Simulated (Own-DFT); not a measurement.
# Computed records: Si$_{12}$O$_{23}$ (quartz with two neutral oxygen vacancies, atoms displaced)

A calculation, not a measurement: plane-wave PBE and HSE06 DFT by an unreviewed code, no spin, of a simulated cell at Gamma alone, so results move with cell size and shape, stress positive in tension, energies less offsets, not probed for a lower state with spin; oxygen file: force components 24 meV/angstrom off all-electron in a glass; k mesh not checked against a denser one; forces and stress are PBE's, HSE06 gives the energy alone, and its difference from PBE has offsets of its own; offsets are fitted by least squares, one for each functional and potential file, so energies compare only between cells with the same atoms and settings and are not formation energies; the far tail of each file's local potential was reset to the Coulomb form; each entry is a single point on an unrelaxed cell, so the pressure reflects the starting lattice, mostly measured values (interpolated for alloys), from which strain is counted, and rises with the displacements; printed positions are rounded, which can move forces by about a meV/angstrom; the program, named Own-DFT, is a retired in-house code; no spin-orbit coupling. Program: Own-DFT development build.

Common to all runs: first functional PBE; second functional HSE06; exact exchange share 0.25; screening 0.11 1/bohr; exchange divergence Gygi-Baldereschi; potential files PseudoDojo norm-conserving, scalar-relativistic, made for PBE, standard set; wave cutoff 48 hartree; occupations fixed; k mesh 1 x 1 x 1 centred on Gamma.

(1) Si$_{12}$O$_{23}$ (quartz with two neutral oxygen vacancies, atoms displaced)

```
CELL_PARAMETERS angstrom
9.82680 0.00000 0.00000
-4.91340 8.51030 0.00000
0.00000 0.00000 10.81040
ATOMIC_POSITIONS crystal
Si 0.23302 0.00419 0.00327
Si 0.00644 0.23562 0.33091
Si 0.27024 0.27255 0.16259
O 0.19897 0.12589 0.05899
O 0.42450 0.29269 0.22526
O 0.37023 0.07883 0.39316
O 0.07852 0.36418 0.43793
O 0.12837 0.20569 0.28403
O 0.29021 0.42292 0.11132
Si 0.22562 0.99304 0.49697
Si 0.98763 0.22799 0.82792
Si 0.26046 0.27185 0.66420
O 0.21250 0.14267 0.55971
O 0.44285 0.29564 0.72398
O 0.36938 0.06863 0.89366
O 0.06962 0.36632 0.93961
O 0.13388 0.20735 0.77721
O 0.28623 0.42023 0.61122
Si 0.23864 0.50928 0.00463
Si 0.00717 0.73880 0.33857
Si 0.26812 0.75998 0.16646
O 0.20730 0.63277 0.05886
O 0.42920 0.79464 0.22676
O 0.07981 0.86794 0.43510
O 0.13311 0.70458 0.27968
O 0.29394 0.92811 0.10430
Si 0.23502 0.50708 0.49897
Si 0.99876 0.74195 0.83710
Si 0.25982 0.76587 0.67665
O 0.20179 0.62589 0.55729
O 0.42836 0.79307 0.72174
O 0.36680 0.57919 0.88905
O 0.07039 0.86894 0.93770
O 0.12510 0.70417 0.77544
O 0.30665 0.93318 0.61223
Si 0.72826 0.99692 0.00015
Si 0.50530 0.24140 0.33741
Si 0.76637 0.26543 0.15931
O 0.70713 0.12808 0.05519
O 0.92698 0.29317 0.22555
O 0.86065 0.06785 0.38786
O 0.56522 0.36975 0.43515
O 0.62003 0.20434 0.27263
O 0.79906 0.43370 0.10729
Si 0.74648 0.00576 0.49315
Si 0.50042 0.23022 0.83289
Si 0.75853 0.26462 0.66430
O 0.70281 0.12824 0.56268
O 0.92113 0.28998 0.72253
O 0.85971 0.07063 0.89734
O 0.57379 0.37302 0.93766
O 0.64039 0.21145 0.77111
O 0.79163 0.42464 0.60926
Si 0.73648 0.50088 0.99873
Si 0.50956 0.74416 0.33113
Si 0.76202 0.76688 0.16007
O 0.70743 0.63684 0.05430
O 0.92294 0.78632 0.21958
O 0.87213 0.58655 0.39037
O 0.56933 0.86507 0.43300
O 0.79056 0.92833 0.10968
Si 0.73261 0.50957 0.50213
Si 0.49845 0.73306 0.83693
Si 0.76914 0.76503 0.66638
O 0.70797 0.63913 0.55905
O 0.91967 0.79547 0.72474
O 0.86189 0.57662 0.89193
O 0.56720 0.86197 0.93601
O 0.63770 0.70943 0.76873
O 0.78675 0.91782 0.60326
```

| Quantity | Value |
| --- | --- |
| PBE energy of cell above offsets | -15.868 eV |
| HSE06 less PBE above offsets | 0.155 eV |
| PBE pressure | 9.49 GPa |
| PBE stress xx | -7.69 GPa |
| PBE stress yy | -13.02 GPa |
| PBE stress zz | -7.75 GPa |
| PBE stress yz | -2.86 GPa |
| PBE stress xz | 1.54 GPa |
| PBE stress xy | 3.15 GPa |

Force:
```
element  x (eV/Å)  y (eV/Å)  z (eV/Å)
     Si     2.529    -2.571    -2.502
     Si    -6.633     0.332     2.159
     Si     0.347    -6.054     3.359
      O    -2.445     3.913     2.278
      O     0.435     0.306     0.102
      O    -1.304    -1.767     1.247
      O    -0.912     0.117     0.583
      O     8.388      -0.7    -5.236
      O    -2.191     4.818    -2.571
     Si     5.051     6.308      3.67
     Si     2.002     1.547     1.973
     Si     4.993    -4.994     4.249
      O     0.366     -2.86    -1.649
      O    -3.948     0.114    -1.946
      O    -0.625    -0.455     0.707
      O     0.735     0.711     0.268
      O    -0.417    -0.365     0.051
      O    -2.544     6.529    -3.035
     Si     1.598    -5.633        -4
     Si    -1.921     -0.55    -5.966
     Si    -2.781     2.661     1.552
      O    -2.216     2.102     1.162
      O    -0.903     0.512    -1.635
      O    -2.584     0.075     1.364
      O     2.736     0.142    -2.085
      O      0.88    -1.831     1.249
     Si     4.943    -1.972    -2.797
     Si    -1.296    -2.042    -2.267
     Si     2.231    -0.269    -3.548
      O    -3.851     4.895     4.103
      O     0.159    -0.513      1.13
      O    -1.587     -3.83     2.694
      O     0.252     2.154      2.02
      O    -0.293    -0.489      0.73
      O    -2.262    -0.021    -1.591
     Si     1.556    -2.679    -0.725
     Si    -3.717    -2.168    -1.897
     Si    -1.082    -0.492     2.489
      O    -2.813     3.187     1.902
      O     -0.52    -0.073    -0.343
      O     2.875     2.541    -3.429
      O      1.32     4.603     3.734
      O     5.891     0.135     -3.71
      O      0.38    -0.714     0.164
     Si     -4.77    -3.157     4.264
     Si     0.308     1.163     0.349
     Si     2.304    -0.934    -1.206
      O     0.558    -0.657     -1.33
      O     0.326     0.368    -0.408
      O     0.969     0.167    -1.518
      O    -0.058    -1.359     0.022
      O    -1.832    -1.451     3.099
      O    -1.856     3.123    -2.547
     Si    -1.164    -0.039     0.266
     Si     2.099    -5.698    -1.941
     Si    -0.425    -1.659     3.702
      O    -0.523    -0.441    -0.553
      O     1.138     0.303     1.349
      O    -2.426    -4.185     3.196
      O      1.32      4.78      4.13
      O    -0.673     1.881    -1.255
     Si     2.498    -3.438    -1.887
     Si     1.975     1.138    -5.785
     Si    -4.492     0.154    -0.913
      O     -0.97    -0.095    -0.556
      O     5.923     0.749       2.7
      O     1.187     0.606     -1.06
      O     0.265     2.551     2.887
      O     -2.22    -0.691     2.183
      O    -0.282     2.159    -1.194
```

(2) Si$_{12}$O$_{23}$ (quartz with two neutral oxygen vacancies, atoms displaced)

```
CELL_PARAMETERS angstrom
9.82680 0.00000 0.00000
-4.91340 8.51030 0.00000
0.00000 0.00000 10.81040
ATOMIC_POSITIONS crystal
Si 0.22808 0.00277 0.00073
Si 0.01209 0.23811 0.33862
Si 0.25802 0.26493 0.17695
O 0.19787 0.12616 0.06148
O 0.43902 0.30202 0.23083
O 0.36609 0.07484 0.38013
O 0.06304 0.36135 0.43430
O 0.13269 0.21099 0.27350
O 0.29702 0.42833 0.11113
Si 0.24260 0.00051 0.49591
Si 0.01636 0.24535 0.83533
Si 0.26672 0.26484 0.66377
O 0.20287 0.12842 0.55750
O 0.41355 0.28041 0.72521
O 0.35601 0.06352 0.88853
O 0.07581 0.36874 0.94286
O 0.12277 0.19891 0.77297
O 0.29866 0.43076 0.60774
Si 0.23368 0.50277 0.99590
Si 0.01046 0.74480 0.33415
Si 0.27310 0.77834 0.16240
O 0.20561 0.63148 0.05954
O 0.42814 0.80537 0.23097
O 0.37778 0.58588 0.38821
O 0.07094 0.86196 0.44225
O 0.14204 0.71399 0.27219
O 0.29055 0.92804 0.11222
Si 0.23552 0.49727 0.49777
Si 0.99699 0.73603 0.82660
Si 0.25545 0.75493 0.66339
O 0.21028 0.63791 0.55672
O 0.43580 0.80096 0.73076
O 0.37517 0.57442 0.89226
O 0.06427 0.85204 0.93575
O 0.13713 0.70445 0.76994
O 0.29113 0.92782 0.60283
Si 0.73052 0.99975 0.99819
Si 0.49320 0.22866 0.33531
Si 0.75865 0.26200 0.16635
O 0.70151 0.13651 0.05622
O 0.93633 0.29267 0.22046
O 0.87461 0.08588 0.38724
O 0.57170 0.36911 0.44042
O 0.63901 0.20333 0.28368
O 0.78923 0.42151 0.10904
Si 0.73842 0.99686 0.49745
Si 0.50820 0.23634 0.84134
Si 0.76487 0.26135 0.67024
O 0.70738 0.13292 0.56349
O 0.91524 0.29688 0.72762
O 0.85738 0.06507 0.89651
O 0.63034 0.20660 0.77721
O 0.79949 0.43243 0.60567
Si 0.73821 0.50515 0.99443
Si 0.49961 0.73337 0.33263
Si 0.77038 0.76860 0.16188
O 0.70691 0.63665 0.05979
O 0.92931 0.78873 0.22449
O 0.86176 0.57671 0.38262
O 0.58035 0.87366 0.43738
O 0.63949 0.70108 0.27769
O 0.79396 0.93410 0.09395
Si 0.72994 0.49816 0.49706
Si 0.50468 0.74309 0.83367
Si 0.75684 0.76410 0.67070
O 0.71173 0.63572 0.56010
O 0.92448 0.79379 0.72691
O 0.57646 0.86187 0.94495
O 0.64227 0.71126 0.76429
O 0.79532 0.92161 0.61035
```

| Quantity | Value |
| --- | --- |
| PBE energy of cell above offsets | -14.407 eV |
| HSE06 less PBE above offsets | 0.337 eV |
| PBE pressure | 8.8 GPa |
| PBE stress xx | -7.68 GPa |
| PBE stress yy | -9.36 GPa |
| PBE stress zz | -9.37 GPa |
| PBE stress yz | -0.86 GPa |
| PBE stress xz | 2.16 GPa |
| PBE stress xy | -0.31 GPa |

Force:
```
element  x (eV/Å)  y (eV/Å)  z (eV/Å)
     Si     1.884    -3.699    -1.595
     Si     -5.67    -1.156    -6.026
     Si     5.625     1.761    -5.187
      O    -1.891      3.12     2.505
      O    -3.773    -0.173    -2.467
      O      -2.6    -5.895     3.198
      O     2.104     7.027     6.202
      O     1.955    -2.275     1.885
      O    -0.845      0.26    -1.166
     Si    -2.361     -0.05    -0.936
     Si    -8.276    -3.383       0.5
     Si     -2.05    -1.847    -0.163
      O    -0.176     0.701    -0.406
      O     3.717       0.6     2.318
      O     0.435     0.817     0.269
      O    -1.024    -0.507    -0.286
      O     4.723    -0.103    -3.175
      O    -0.653     0.171    -0.632
     Si     3.464     1.112     2.461
     Si    -0.895     -4.32    -1.953
     Si     0.993    -5.598     1.833
      O      -0.5     1.787     0.601
      O     1.721    -0.106     0.109
      O    -3.732    -7.587     4.537
      O     0.773     3.055      2.24
      O    -0.063     -0.15     0.395
      O    -2.405     4.792    -3.231
     Si    -0.634     0.846     -1.41
     Si      0.51    -4.184     0.911
     Si      3.21     5.371     0.869
      O     0.906    -3.144    -2.822
      O    -3.438     0.059    -2.861
      O    -0.575    -0.566     0.138
      O     1.132     3.853     3.566
      O    -2.492    -1.006     2.308
      O     2.023    -1.877     1.873
     Si    -2.141     3.129     0.008
     Si     5.125      5.93    -1.349
     Si     3.238    -0.497     2.299
      O    -0.347    -0.982    -0.566
      O    -1.159    -0.431    -0.074
      O    -1.721    -4.838      2.98
      O    -1.508    -2.322    -0.631
      O    -1.051     0.022    -0.006
      O    -1.555      2.45    -1.702
     Si      1.17     2.665     1.346
     Si    -3.896     1.426     1.611
     Si    -5.632     1.032    -3.039
      O     0.646    -1.673     -1.23
      O     8.356     0.947     4.634
      O     2.991     4.364    -3.992
      O     2.505    -0.791    -1.524
      O    -0.079    -1.268     0.304
     Si     1.371    -0.938    -1.591
     Si     3.261      6.42    -3.487
     Si    -0.991     1.636     1.854
      O    -0.233    -1.279    -1.394
      O     -0.74      1.47    -1.352
      O     0.044    -0.287     1.077
      O    -1.064     -1.71    -0.893
      O    -0.959     1.123    -0.765
      O     3.889    -3.708     5.519
     Si     2.817     2.038     0.098
     Si     2.153    -2.103     0.128
     Si     8.779         1    -8.008
      O    -0.783     0.183     0.089
      O    -0.753     0.704    -1.608
      O    -1.949    -1.337    -0.454
      O     -9.37    -3.727     9.972
      O    -1.536     3.648     -2.65
```

(3) Si$_{12}$O$_{23}$ (quartz with two neutral oxygen vacancies, atoms displaced)

```
CELL_PARAMETERS angstrom
9.82680 0.00000 0.00000
-4.91340 8.51030 0.00000
0.00000 0.00000 10.81040
ATOMIC_POSITIONS crystal
Si 0.23397 0.99679 0.00200
Si 0.99726 0.23642 0.32621
Si 0.27119 0.26453 0.17019
O 0.20345 0.13010 0.05880
O 0.42423 0.30064 0.22689
O 0.36937 0.07684 0.38837
O 0.07546 0.36617 0.44057
O 0.13552 0.21237 0.27535
O 0.29188 0.42564 0.10460
Si 0.23039 0.00344 0.50079
Si 0.00186 0.23207 0.84254
Si 0.26465 0.26954 0.66554
O 0.20902 0.13419 0.56137
O 0.37222 0.08539 0.89600
O 0.07139 0.36792 0.94283
O 0.29639 0.41747 0.60941
Si 0.24185 0.50856 0.00129
Si 0.99412 0.72972 0.33309
Si 0.26856 0.77092 0.17397
O 0.20511 0.62739 0.06169
O 0.42774 0.79973 0.22766
O 0.37675 0.58414 0.39669
O 0.07217 0.86743 0.43766
O 0.13509 0.70450 0.27426
O 0.29319 0.92503 0.11339
Si 0.24257 0.49965 0.50264
Si 0.00255 0.74097 0.83415
Si 0.26926 0.76548 0.66267
O 0.19135 0.62656 0.55628
O 0.43751 0.80615 0.72656
O 0.35994 0.57084 0.89333
O 0.07190 0.86284 0.94179
O 0.12951 0.70016 0.77233
O 0.28415 0.91335 0.60336
Si 0.73540 0.00143 0.00539
Si 0.49418 0.23239 0.33442
Si 0.76981 0.27396 0.16978
O 0.70273 0.13083 0.07007
O 0.91956 0.29308 0.22959
O 0.87212 0.07655 0.38473
O 0.57537 0.36385 0.43983
O 0.63605 0.21090 0.27375
O 0.79260 0.43172 0.10648
Si 0.73400 0.00284 0.49964
Si 0.50006 0.24234 0.83576
Si 0.76177 0.26206 0.66442
O 0.71287 0.13398 0.55979
O 0.93278 0.29321 0.71872
O 0.87580 0.07708 0.89394
O 0.57408 0.36861 0.93669
O 0.64081 0.21818 0.77999
O 0.79377 0.42303 0.61307
Si 0.74237 0.50467 0.99684
Si 0.50712 0.74380 0.33312
Si 0.76512 0.75908 0.16668
O 0.71477 0.63662 0.06129
O 0.92862 0.79273 0.22762
O 0.87077 0.58684 0.39359
O 0.58004 0.87167 0.44115
O 0.63510 0.70530 0.26915
O 0.79518 0.92616 0.10495
Si 0.74367 0.51313 0.49729
Si 0.50666 0.73821 0.82801
Si 0.75755 0.76445 0.67044
O 0.70496 0.63680 0.55569
O 0.93135 0.78735 0.72131
O 0.87963 0.58177 0.89295
O 0.57052 0.86630 0.94111
O 0.63442 0.70947 0.77486
O 0.79345 0.92174 0.60978
```

| Item | Value |
| --- | --- |
| PBE energy of cell above offsets | -17.602 eV |
| HSE06 less PBE above offsets | 0.045 eV |
| PBE pressure | 8.99 GPa |
| PBE stress xx | -6.19 GPa |
| PBE stress yy | -13.52 GPa |
| PBE stress zz | -7.25 GPa |
| PBE stress yz | 1.53 GPa |
| PBE stress xz | 0.68 GPa |
| PBE stress xy | 0.67 GPa |

Force:
```
element  x (eV/Å)  y (eV/Å)  z (eV/Å)
     Si     0.779     0.927    -0.364
     Si     2.042     1.431     2.762
     Si    -5.942    -0.291    -3.692
      O    -0.151     0.649     1.143
      O      5.27     0.521     2.533
      O    -2.127    -3.881      2.52
      O     0.532     0.198    -0.343
      O     1.079    -0.323    -0.779
      O     1.178    -0.819     1.118
     Si      2.47    -2.353    -1.295
     Si     2.454     4.408    -5.988
     Si     2.421    -7.073     8.039
      O    -1.022     0.613    -0.222
      O    -0.996    -3.248     1.668
      O     0.215     1.213     1.261
      O    -2.431     8.141    -4.273
     Si    -0.992    -4.062         0
     Si      4.26     6.109    -2.173
     Si    -0.302    -3.386     -2.64
      O    -2.101     4.039     2.804
      O     2.556     0.399     1.168
      O    -0.055    -0.839     0.545
      O    -0.144     0.249     0.011
      O    -1.788    -0.665      1.61
      O    -1.084     2.244    -1.643
     Si    -2.364    -0.198    -0.762
     Si     2.393    -0.758    -2.341
     Si     -0.77     -3.47     2.455
      O     2.066    -0.238     0.429
      O    -0.695    -0.414    -1.284
      O     2.935     2.938    -3.587
      O     0.175     1.833     1.497
      O     1.379     0.969    -0.539
      O    -1.441      4.12    -2.104
     Si    -0.424     0.404    -1.862
     Si     2.354     3.439    -2.028
     Si    -2.674    -1.342    -1.636
      O     0.253    -0.072    -0.864
      O      1.68     1.715    -0.476
      O    -1.957    -2.846     2.494
      O     0.548     1.895     0.962
      O    -1.361    -0.079     0.749
      O     0.856    -0.221     0.734
     Si     4.794     0.552    -0.296
     Si    -1.242    -0.482    -5.063
     Si     2.288     0.501     3.168
      O    -1.638     0.033    -0.449
      O    -0.132    -0.822     1.167
      O    -2.746    -4.995      2.96
      O     0.709     3.814     3.181
      O     0.204    -0.902    -0.327
      O    -2.348     3.822    -3.472
     Si    -0.603    -0.384     -1.31
     Si     0.185    -0.801    -0.931
     Si     0.312     3.248    -0.169
      O    -0.299    -1.507    -1.997
      O     -0.57     0.388    -1.027
      O    -1.149    -5.399      1.66
      O    -1.351    -1.169    -0.682
      O    -1.697    -0.311      1.69
      O     1.077    -1.082     1.352
     Si    -0.401    -5.014     2.711
     Si    -4.423    -0.758     3.944
     Si     5.174    -0.522    -1.873
      O    -0.878     0.755     1.007
      O    -3.063     0.481    -1.232
      O    -1.689    -2.815     1.585
      O     0.683     0.406     -0.01
      O      1.43    -1.757     0.746
      O    -1.704     2.843    -1.945
```
